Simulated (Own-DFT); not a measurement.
SiC (2H silicon carbide, atoms displaced), SiC (4H silicon carbide, atoms displaced) (calculated)

All values are calculated (Own-DFT development build). A calculation, not a measurement: plane-wave PBE density functional theory by an unreviewed code, no spin, of a simulated periodic cell, stress positive in tension, free energy of the whole cell less one offset for each atom, forces on such cells passed a denser k mesh, this cell's mesh not checked; offsets are fitted by least squares, one for each functional and potential file, so energies compare only between cells with the same atoms and settings and are not formation energies; the far tail of each file's local potential was reset to the Coulomb form; each entry is a single point on an unrelaxed cell, so the pressure reflects the starting lattice, mostly measured values (interpolated for alloys), from which strain is counted, and rises with the displacements; printed positions are rounded, which can move forces by about a meV/angstrom; the program, named Own-DFT, is a retired in-house code; no spin-orbit coupling.

Common to all runs: functional PBE; potential files PseudoDojo norm-conserving, scalar-relativistic, standard set; wave cutoff 42 hartree; occupations Fermi-Dirac; smearing width 0.1 eV.

(1) SiC (2H silicon carbide, atoms displaced)

```cif
# cell vector a (Å): 6.1654 0.0000 0.0000
# cell vector b (Å): -3.0827 5.3394 0.0000
# cell vector c (Å): 0.0000 0.0000 10.0681
data_SiC
_symmetry_space_group_name_H-M 'P 1'
_symmetry_Int_Tables_number 1
_cell_length_a 6.1654
_cell_length_b 6.1654
_cell_length_c 10.0681
_cell_angle_alpha 90.000
_cell_angle_beta 90.000
_cell_angle_gamma 120.000
_cell_volume 331.44
loop_
_atom_site_label
_atom_site_type_symbol
_atom_site_fract_x
_atom_site_fract_y
_atom_site_fract_z
_atom_site_occupancy
Si1 Si 0.99595 0.00092 0.99637 1
Si2 Si 0.11670 0.31144 0.25336 1
C1 C 0.00759 0.98813 0.19916 1
C2 C 0.16817 0.32966 0.44223 1
Si3 Si 0.98768 0.99427 0.49181 1
Si4 Si 0.15176 0.30781 0.74816 1
C3 C 0.98602 0.99264 0.69469 1
C4 C 0.13091 0.31607 0.94264 1
Si5 Si 0.00156 0.50800 0.99967 1
Si6 Si 0.19189 0.85408 0.25434 1
C5 C 0.97367 0.47983 0.19458 1
C6 C 0.18311 0.85880 0.42206 1
Si7 Si 0.99852 0.50715 0.50700 1
Si8 Si 0.15923 0.83817 0.75697 1
C7 C 0.00855 0.48715 0.70019 1
C8 C 0.18508 0.84182 0.92324 1
Si9 Si 0.51505 0.00129 0.01201 1
Si10 Si 0.65771 0.31000 0.24463 1
C9 C 0.50540 0.98475 0.19432 1
C10 C 0.66652 0.32818 0.42834 1
Si11 Si 0.51511 0.03019 0.48563 1
Si12 Si 0.69436 0.33552 0.75721 1
C11 C 0.52237 0.99579 0.68762 1
C12 C 0.68167 0.36032 0.93075 1
Si13 Si 0.48383 0.51264 0.99906 1
Si14 Si 0.66658 0.83283 0.26110 1
C13 C 0.50486 0.49627 0.19072 1
C14 C 0.66515 0.82934 0.43831 1
Si15 Si 0.54228 0.51101 0.49775 1
Si16 Si 0.66148 0.86379 0.75471 1
C15 C 0.49460 0.50223 0.69537 1
C16 C 0.68780 0.82595 0.93268 1
```

```
hardware                          : one NVIDIA H100
k mesh                            : 5 x 5 x 3 centred on Gamma
free energy of cell above offsets : 3.465 eV
pressure                          : 9.78 GPa
stress xx                         : -8.58 GPa
stress yy                         : -8.05 GPa
stress zz                         : -12.72 GPa
stress yz                         : 2.21 GPa
stress xz                         : -2.74 GPa
stress xy                         : 1.56 GPa
wall time                         : 122.8 s
```

Force:
```
element  x (eV/Å)  y (eV/Å)  z (eV/Å)
     Si     2.403    -1.084     2.201
     Si     5.006     1.426     0.841
      C    -2.152     0.465    -2.751
      C    -0.759     1.065    -0.133
     Si     1.748     1.808     1.841
     Si     2.141      2.67     0.848
      C     1.106     -1.37    -2.336
      C     2.383     2.216    -1.161
     Si    -1.013     0.177     0.567
     Si    -1.984    -3.587    -2.963
      C     1.261     3.082     -2.23
      C     -0.26    -1.535     6.253
     Si     2.524    -0.181    -0.908
     Si     1.872    -0.606    -4.776
      C    -1.116     2.861      -2.7
      C     0.176      0.36     7.317
     Si    -0.239     0.851    -3.689
     Si    -2.334     2.843     -0.05
      C    -0.239     0.424    -1.153
      C     1.615     3.302     0.198
     Si      0.38    -5.213     4.174
     Si    -4.062    -0.466    -2.011
      C    -8.181     4.358    -3.421
      C    -1.122    -2.041     3.983
     Si     1.946    -2.333     0.477
     Si     2.527    -2.874    -2.275
      C    -2.024    -0.261    -0.382
      C    -0.713     1.027     0.376
     Si    -5.233    -1.561     2.232
     Si     6.209      -6.6     0.993
      C     2.013    -0.185    -0.976
      C    -3.879     0.962     1.615
```

(2) SiC (4H silicon carbide, atoms displaced)

```cif
# cell vector a (Å): 12.3308 0.0000 0.0000
# cell vector b (Å): -6.1654 10.6788 0.0000
# cell vector c (Å): 0.0000 0.0000 10.0681
data_SiC
_symmetry_space_group_name_H-M 'P 1'
_symmetry_Int_Tables_number 1
_cell_length_a 12.3308
_cell_length_b 12.3308
_cell_length_c 10.0681
_cell_angle_alpha 90.000
_cell_angle_beta 90.000
_cell_angle_gamma 120.000
_cell_volume 1325.75
loop_
_atom_site_label
_atom_site_type_symbol
_atom_site_fract_x
_atom_site_fract_y
_atom_site_fract_z
_atom_site_occupancy
Si1 Si 0.99913 0.99970 0.40585 1
Si2 Si 0.08257 0.16543 0.15577 1
C1 C 0.99809 0.99710 0.09789 1
C2 C 0.07806 0.16608 0.34691 1
Si3 Si 0.99767 0.24555 0.40426 1
Si4 Si 0.08493 0.42059 0.15293 1
C3 C 0.99735 0.24492 0.08838 1
C4 C 0.08354 0.41862 0.34293 1
Si5 Si 0.99572 0.49683 0.40777 1
Si6 Si 0.08349 0.66939 0.15208 1
C5 C 0.00350 0.49984 0.09344 1
C6 C 0.08503 0.66485 0.34575 1
Si7 Si 0.99794 0.74986 0.40201 1
Si8 Si 0.08554 0.91782 0.15487 1
C7 C 0.00195 0.75181 0.09659 1
C8 C 0.08477 0.91766 0.34257 1
Si9 Si 0.25066 0.99771 0.40403 1
Si10 Si 0.33723 0.16828 0.15482 1
C9 C 0.24774 0.00160 0.09379 1
C10 C 0.33560 0.16693 0.34435 1
Si11 Si 0.24548 0.24634 0.40649 1
Si12 Si 0.33742 0.42170 0.15752 1
C11 C 0.25233 0.25296 0.09398 1
C12 C 0.33031 0.41943 0.34615 1
Si13 Si 0.24762 0.49612 0.40153 1
Si14 Si 0.33176 0.66898 0.15621 1
C13 C 0.24885 0.49903 0.09416 1
C14 C 0.32954 0.66460 0.34313 1
Si15 Si 0.25313 0.74798 0.40555 1
Si16 Si 0.33130 0.91048 0.16033 1
C15 C 0.25191 0.75298 0.08902 1
C16 C 0.33166 0.91404 0.34788 1
Si17 Si 0.49860 0.99279 0.40179 1
Si18 Si 0.58547 0.16543 0.15620 1
C17 C 0.50246 0.00362 0.09552 1
C18 C 0.58325 0.16645 0.34052 1
Si19 Si 0.50332 0.24632 0.40745 1
Si20 Si 0.58096 0.41566 0.15454 1
C19 C 0.50402 0.25641 0.09509 1
C20 C 0.58274 0.41842 0.34004 1
Si21 Si 0.49717 0.49904 0.40606 1
Si22 Si 0.58424 0.66669 0.15850 1
C21 C 0.49931 0.50364 0.09057 1
C22 C 0.58251 0.66738 0.34103 1
Si23 Si 0.50014 0.74900 0.40552 1
Si24 Si 0.57796 0.91433 0.15568 1
C23 C 0.50349 0.75573 0.09081 1
C24 C 0.58325 0.91251 0.34268 1
Si25 Si 0.74888 0.99912 0.39833 1
Si26 Si 0.83274 0.16395 0.15410 1
C25 C 0.75062 0.00190 0.09026 1
C26 C 0.83089 0.16731 0.33854 1
Si27 Si 0.74378 0.24892 0.40513 1
Si28 Si 0.83537 0.41419 0.16022 1
C27 C 0.75197 0.24685 0.09232 1
C28 C 0.82826 0.41685 0.34734 1
Si29 Si 0.75238 0.49903 0.40928 1
Si30 Si 0.83310 0.66686 0.16275 1
C29 C 0.74763 0.50245 0.09448 1
C30 C 0.83268 0.66640 0.34628 1
Si31 Si 0.75190 0.75057 0.40623 1
Si32 Si 0.83504 0.91890 0.15075 1
C31 C 0.74562 0.74815 0.09783 1
C32 C 0.83654 0.91884 0.34313 1
Si33 Si 0.99926 0.00106 0.90445 1
Si34 Si 0.91696 0.83201 0.65742 1
C33 C 0.00036 0.99683 0.60000 1
C34 C 0.91916 0.83532 0.84433 1
Si35 Si 0.00317 0.75352 0.90932 1
Si36 Si 0.91767 0.58289 0.65958 1
C35 C 0.00504 0.75773 0.59252 1
C36 C 0.92403 0.58528 0.84548 1
Si37 Si 0.99671 0.49852 0.90111 1
Si38 Si 0.91748 0.33647 0.65235 1
C37 C 0.00178 0.49895 0.59551 1
C38 C 0.91762 0.33097 0.84806 1
Si39 Si 0.99831 0.25147 0.90303 1
Si40 Si 0.91443 0.08252 0.65561 1
C39 C 0.99969 0.25030 0.58968 1
C40 C 0.91368 0.07828 0.84268 1
Si41 Si 0.75202 0.00121 0.90609 1
Si42 Si 0.66620 0.83445 0.65690 1
C41 C 0.75364 0.00132 0.59248 1
C42 C 0.66774 0.83503 0.83619 1
Si43 Si 0.74981 0.74886 0.89949 1
Si44 Si 0.66769 0.59054 0.65770 1
C43 C 0.74953 0.75169 0.59016 1
C44 C 0.66868 0.58520 0.84488 1
Si45 Si 0.74822 0.50008 0.90462 1
Si46 Si 0.67606 0.33760 0.65631 1
C45 C 0.75229 0.49894 0.59371 1
C46 C 0.67008 0.33639 0.84745 1
Si47 Si 0.74978 0.24684 0.91040 1
Si48 Si 0.66418 0.08441 0.65117 1
C47 C 0.75262 0.25303 0.59386 1
C48 C 0.67158 0.08501 0.84090 1
Si49 Si 0.49832 0.00029 0.91332 1
Si50 Si 0.41702 0.83133 0.65758 1
C49 C 0.50314 0.99736 0.59667 1
C50 C 0.41628 0.83073 0.84173 1
Si51 Si 0.49854 0.74680 0.91086 1
Si52 Si 0.41601 0.57979 0.65812 1
C51 C 0.49902 0.74697 0.59066 1
C52 C 0.41472 0.58537 0.84400 1
Si53 Si 0.49971 0.50114 0.90475 1
Si54 Si 0.41348 0.32879 0.65315 1
C53 C 0.49819 0.49313 0.59807 1
C54 C 0.41677 0.33386 0.84275 1
Si55 Si 0.50187 0.24955 0.90951 1
Si56 Si 0.42169 0.08545 0.65868 1
C55 C 0.50364 0.25216 0.59630 1
C56 C 0.42114 0.08349 0.85011 1
Si57 Si 0.25542 0.00211 0.90163 1
Si58 Si 0.16470 0.82595 0.65852 1
C57 C 0.25063 0.00105 0.59896 1
C58 C 0.16626 0.83402 0.84413 1
Si59 Si 0.24496 0.74807 0.89846 1
Si60 Si 0.16729 0.58106 0.65674 1
C59 C 0.25008 0.75015 0.59284 1
C60 C 0.16844 0.58722 0.84388 1
Si61 Si 0.25015 0.49548 0.90801 1
Si62 Si 0.16049 0.32999 0.65728 1
C61 C 0.24809 0.49690 0.59672 1
C62 C 0.16788 0.33376 0.84462 1
Si63 Si 0.25019 0.25047 0.90256 1
Si64 Si 0.16814 0.08407 0.65542 1
C63 C 0.25311 0.25297 0.59757 1
C64 C 0.16523 0.08192 0.84626 1
```

```
hardware                          : one NVIDIA H200
k mesh                            : 3 x 3 x 3 centred on Gamma
free energy of cell above offsets : -19.030 eV
pressure                          : 3.7 GPa
stress xx                         : -3.66 GPa
stress yy                         : -3.42 GPa
stress zz                         : -4.03 GPa
stress yz                         : -0.54 GPa
stress xz                         : -0.02 GPa
stress xy                         : 0.37 GPa
wall time                         : 536.2 s
```

Force:
```
element  x (eV/Å)  y (eV/Å)  z (eV/Å)
     Si     0.481    -0.163     0.806
     Si     0.175     0.329    -0.147
      C     0.535     0.702    -1.369
      C     1.505    -0.411    -0.748
     Si    -1.159      1.46    -0.154
     Si     0.371    -1.675     0.603
      C     0.125     1.142     0.862
      C    -0.469    -1.174    -0.127
     Si     0.753     0.638    -0.285
     Si     0.879    -0.768     1.058
      C    -1.448     0.498    -0.563
      C    -0.833     0.216    -0.513
     Si     1.223     0.332     0.857
     Si    -0.515     0.092     0.446
      C    -0.683    -0.202     -0.36
      C    -0.181    -0.079      0.07
     Si    -0.629     0.685     1.241
     Si    -0.831     0.046     0.254
      C     1.692    -0.216    -0.385
      C    -0.252    -0.232     0.081
     Si     0.598     0.765      0.13
     Si    -0.667    -1.006    -0.195
      C    -0.018    -0.199     0.062
      C     1.467     -1.27    -0.579
     Si    -1.015      1.01     1.615
     Si     0.555    -0.426    -0.639
      C     0.453     0.762     -0.09
      C     1.326     0.173    -0.121
     Si     -1.53    -0.185     0.646
     Si    -0.811     1.847    -0.828
      C    -0.329    -0.812      0.06
      C     0.715    -0.194     -0.73
     Si    -0.227     1.226     1.195
     Si    -0.476     1.216    -0.319
      C    -0.668    -1.144     0.618
      C     0.149    -1.288     0.605
     Si     -1.61     1.242     -0.05
     Si     0.139     1.559     0.344
      C     0.494    -1.937    -0.348
      C     0.407     -0.55     1.228
     Si     0.492     0.082     0.409
     Si    -0.666     0.334    -0.774
      C     0.532    -0.369     0.428
      C     0.376    -0.341     1.155
     Si    -0.283    -0.725    -0.049
     Si     1.537     1.092    -0.266
      C    -0.389    -1.676     1.188
      C    -0.549     0.267    -0.339
     Si     0.703      0.36     1.366
     Si     0.331     0.456    -0.279
      C    -0.381    -0.985     0.626
      C    -0.054    -0.103     0.917
     Si     1.533     0.179     0.121
     Si    -0.902     0.648    -1.086
      C    -0.694     0.535     0.934
      C      1.51    -0.707    -0.546
     Si    -1.987     0.588     -0.46
     Si    -0.356     0.049    -1.428
      C     1.206    -0.494    -0.068
      C     0.187     -0.23     0.349
     Si    -0.754     0.272    -0.637
     Si    -0.666    -0.949     1.028
      C     1.199     0.756    -1.257
      C    -0.615    -0.622    -0.443
     Si     0.479    -0.192     0.722
     Si    -0.032     0.353    -0.109
      C     -0.59      0.97    -1.422
      C    -0.201    -0.809     0.229
     Si    -0.368    -0.488    -0.247
     Si     0.175     0.951    -0.865
      C    -0.374    -2.218    -0.146
      C    -2.324     0.303    -0.103
     Si     1.765    -0.086     1.308
     Si     0.701    -1.101     1.103
      C    -0.628     0.602    -0.332
      C     -1.23     0.732     -1.56
     Si     1.366    -1.276     0.509
     Si     0.848    -0.029    -0.037
      C      -0.5    -0.497     0.638
      C     0.184     1.558    -0.039
     Si     -0.54    -0.525    -0.681
     Si    -0.132     0.208    -1.472
      C    -1.448    -0.238    -0.975
      C    -0.179    -0.639     2.221
     Si    -0.141     0.961     1.667
     Si     0.613    -1.971    -0.563
      C     0.298     0.115     0.743
      C    -0.428    -0.355    -0.564
     Si     1.097     0.647     0.886
     Si    -1.864    -0.633     0.811
      C    -0.501     1.261     0.537
      C     0.186    -0.834    -0.491
     Si    -0.008     0.615    -1.174
     Si     1.966     0.026      1.09
      C    -0.102    -0.707    -0.745
      C    -1.307    -0.429     0.555
     Si     1.695    -0.703    -1.755
     Si     0.118    -0.152    -0.286
      C    -1.316     0.086    -1.377
      C    -0.375      0.54     1.136
     Si    -0.025     1.146    -1.818
     Si    -0.333      0.08    -0.587
      C     0.056      0.09     0.478
      C     0.882    -0.758     0.373
     Si    -0.139    -0.111    -0.239
     Si     1.169     0.711     1.123
      C    -0.165     1.625    -0.887
      C     0.446    -0.307     0.171
     Si    -0.364     0.875    -0.616
     Si    -0.417    -0.526    -0.236
      C     0.716    -0.426    -0.337
      C    -0.471     0.518      -0.9
     Si    -1.263    -0.318     1.066
     Si     -0.32     2.118    -0.599
      C     1.003    -0.522    -0.759
      C     0.148     0.176     0.011
     Si      1.39     0.979     1.178
     Si     0.178     0.514    -0.084
      C     0.655    -0.612     0.114
      C     0.035    -2.049    -0.049
     Si    -0.951     1.359    -0.316
     Si     1.193     0.748    -0.196
      C     0.182     0.114      -0.9
      C    -0.744    -0.613    -0.311
     Si     0.277    -0.322     0.951
     Si    -0.164    -0.252     0.634
      C    -1.425    -1.209    -1.121
      C     0.546     0.495    -0.477
```

(3) SiC (2H silicon carbide, atoms displaced)

```cif
# cell vector a (Å): 9.2481 0.0000 0.0000
# cell vector b (Å): -4.6241 8.0091 0.0000
# cell vector c (Å): 0.0000 0.0000 10.0681
data_SiC
_symmetry_space_group_name_H-M 'P 1'
_symmetry_Int_Tables_number 1
_cell_length_a 9.2481
_cell_length_b 9.2481
_cell_length_c 10.0681
_cell_angle_alpha 90.000
_cell_angle_beta 90.000
_cell_angle_gamma 120.000
_cell_volume 745.73
loop_
_atom_site_label
_atom_site_type_symbol
_atom_site_fract_x
_atom_site_fract_y
_atom_site_fract_z
_atom_site_occupancy
Si1 Si 0.00894 0.00646 0.00648 1
Si2 Si 0.11153 0.21724 0.24370 1
C1 C 0.00192 0.99843 0.19945 1
C2 C 0.10936 0.22832 0.42490 1
Si3 Si 0.01231 0.01867 0.49866 1
Si4 Si 0.11124 0.23718 0.75119 1
C3 C 0.00316 0.01116 0.67907 1
C4 C 0.10493 0.21909 0.93366 1
Si5 Si 0.00467 0.33139 0.00468 1
Si6 Si 0.10739 0.55383 0.24828 1
C5 C 0.99847 0.32162 0.18400 1
C6 C 0.11277 0.55774 0.43110 1
Si7 Si 0.99890 0.32800 0.49598 1
Si8 Si 0.11127 0.54537 0.74721 1
C7 C 0.99810 0.33517 0.69104 1
C8 C 0.10086 0.54789 0.93329 1
Si9 Si 0.99897 0.68197 0.99298 1
Si10 Si 0.10628 0.88086 0.24339 1
C9 C 0.99266 0.66426 0.18401 1
C10 C 0.11381 0.88870 0.43252 1
Si11 Si 0.99128 0.66311 0.50537 1
Si12 Si 0.11539 0.88647 0.74537 1
C11 C 0.99953 0.66054 0.68919 1
C12 C 0.13277 0.88793 0.94028 1
Si13 Si 0.32830 0.00029 0.00246 1
Si14 Si 0.44825 0.23106 0.24909 1
C13 C 0.32830 0.00004 0.18236 1
C14 C 0.44121 0.22352 0.42237 1
Si15 Si 0.33223 0.98916 0.50805 1
Si16 Si 0.45500 0.23417 0.74626 1
C15 C 0.32890 0.00206 0.68235 1
C16 C 0.44523 0.22478 0.93197 1
Si17 Si 0.33689 0.32517 0.99080 1
Si18 Si 0.45835 0.55543 0.24728 1
C17 C 0.33535 0.33491 0.18859 1
C18 C 0.44341 0.56707 0.44489 1
Si19 Si 0.31970 0.33406 0.49338 1
Si20 Si 0.44263 0.55488 0.75592 1
C19 C 0.33468 0.33075 0.68790 1
C20 C 0.44818 0.56144 0.93038 1
Si21 Si 0.33738 0.66668 0.99272 1
Si22 Si 0.43126 0.88519 0.24521 1
C21 C 0.32392 0.66998 0.20164 1
C22 C 0.44948 0.89663 0.44034 1
Si23 Si 0.32275 0.65750 0.49324 1
Si24 Si 0.45070 0.89924 0.74490 1
C23 C 0.32823 0.66991 0.68746 1
C24 C 0.44476 0.89217 0.94408 1
Si25 Si 0.65317 0.98901 0.00617 1
Si26 Si 0.77380 0.21085 0.24015 1
C25 C 0.66726 0.98725 0.19111 1
C26 C 0.78839 0.23244 0.43371 1
Si27 Si 0.66283 0.98910 0.50790 1
Si28 Si 0.78319 0.23452 0.75023 1
C27 C 0.65438 0.98800 0.69478 1
C28 C 0.78295 0.22526 0.92460 1
Si29 Si 0.66196 0.33166 0.00607 1
Si30 Si 0.77437 0.56025 0.25223 1
C29 C 0.65547 0.32688 0.19260 1
C30 C 0.77364 0.55468 0.43718 1
Si31 Si 0.67356 0.33644 0.49815 1
Si32 Si 0.76560 0.54775 0.73505 1
C31 C 0.67211 0.33529 0.68655 1
C32 C 0.76108 0.53639 0.93588 1
Si33 Si 0.66107 0.67047 0.99411 1
Si34 Si 0.78445 0.89241 0.24496 1
C33 C 0.65696 0.66456 0.19121 1
C34 C 0.79251 0.89297 0.44265 1
Si35 Si 0.67777 0.67526 0.50516 1
Si36 Si 0.76822 0.89496 0.74898 1
C35 C 0.65452 0.64937 0.68877 1
C36 C 0.78154 0.88178 0.93576 1
```

```
hardware                          : one NVIDIA H100
k mesh                            : 4 x 4 x 3 centred on Gamma
free energy of cell above offsets : -2.574 eV
pressure                          : 6.5 GPa
stress xx                         : -7.52 GPa
stress yy                         : -4.43 GPa
stress zz                         : -7.55 GPa
stress yz                         : 0.56 GPa
stress xz                         : 0.06 GPa
stress xy                         : -1.53 GPa
wall time                         : 347.8 s
```

Force:
```
element  x (eV/Å)  y (eV/Å)  z (eV/Å)
     Si    -0.392    -1.482    -1.265
     Si     0.198     1.473     0.361
      C      0.28    -0.111    -2.956
      C      0.23    -0.201     1.484
     Si     0.879    -2.386     -0.88
     Si     2.071    -2.862    -0.628
      C    -0.243    -0.645     2.553
      C     1.618     0.516     1.149
     Si    -1.777     0.405    -2.021
     Si    -0.692    -0.817    -0.439
      C    -0.892     1.079     0.641
      C    -1.893    -1.264     1.346
     Si    -0.406     1.912      0.09
     Si     -1.19     2.597     1.019
      C     0.217    -0.751    -2.542
      C       1.1     1.216     1.026
     Si     0.576     -5.03      0.61
     Si     1.036     0.654     1.946
      C    -0.012    -0.369    -0.315
      C    -0.376    -0.204     1.167
     Si     1.472     1.046    -1.798
     Si    -1.653     0.484     0.391
      C    -0.933     0.213     0.079
      C    -5.445     0.495    -2.547
     Si     3.689     1.776    -0.008
     Si    -1.247    -2.682    -0.807
      C     0.008     0.765     0.917
      C     0.149    -0.058      4.97
     Si    -1.234     1.956    -3.945
     Si    -0.976    -2.112    -0.189
      C     1.578     0.992     2.379
      C     1.088    -1.341      0.28
     Si    -2.187     1.924     1.394
     Si    -5.808    -0.703      2.67
      C    -0.211    -0.042    -1.824
      C     2.687    -1.727    -1.761
     Si     3.241     1.042     0.463
     Si    -0.966    -0.095    -3.529
      C    -1.542     0.938    -0.362
      C    -0.585    -1.402     2.494
     Si    -2.537    -0.291     1.521
     Si      1.37      1.31     1.838
      C     2.552    -1.613    -3.274
      C     0.122     -1.62    -0.706
     Si     0.187     2.925     1.339
     Si    -3.291    -2.681     1.985
      C      1.12    -0.383    -0.155
      C    -0.647    -0.534    -1.696
     Si     2.568     2.021    -1.538
     Si    -0.393     1.093      1.78
      C    -2.335     1.073      -0.8
      C    -1.024    -2.303     0.242
     Si     0.426     1.556    -1.751
     Si     0.104    -2.137     -0.73
      C     1.162     3.773    -1.991
      C    -0.689     -1.07     4.772
     Si     1.215    -0.915    -1.028
     Si     0.587    -1.069    -0.732
      C     2.795     1.298    -1.292
      C     0.318     0.461     0.483
     Si    -1.556    -1.272    -1.253
     Si     2.163     1.478     3.637
      C    -0.567     -1.21    -1.656
      C     0.036     4.057    -0.686
     Si     2.219    -1.948     0.744
     Si    -0.551    -1.798     2.521
      C     3.597      2.27    -2.208
      C    -1.593     0.142    -0.853
     Si    -1.853    -1.176    -0.642
     Si     4.034     -1.85     0.352
      C    -0.404     3.295    -0.447
      C    -0.595     1.917     0.612
```
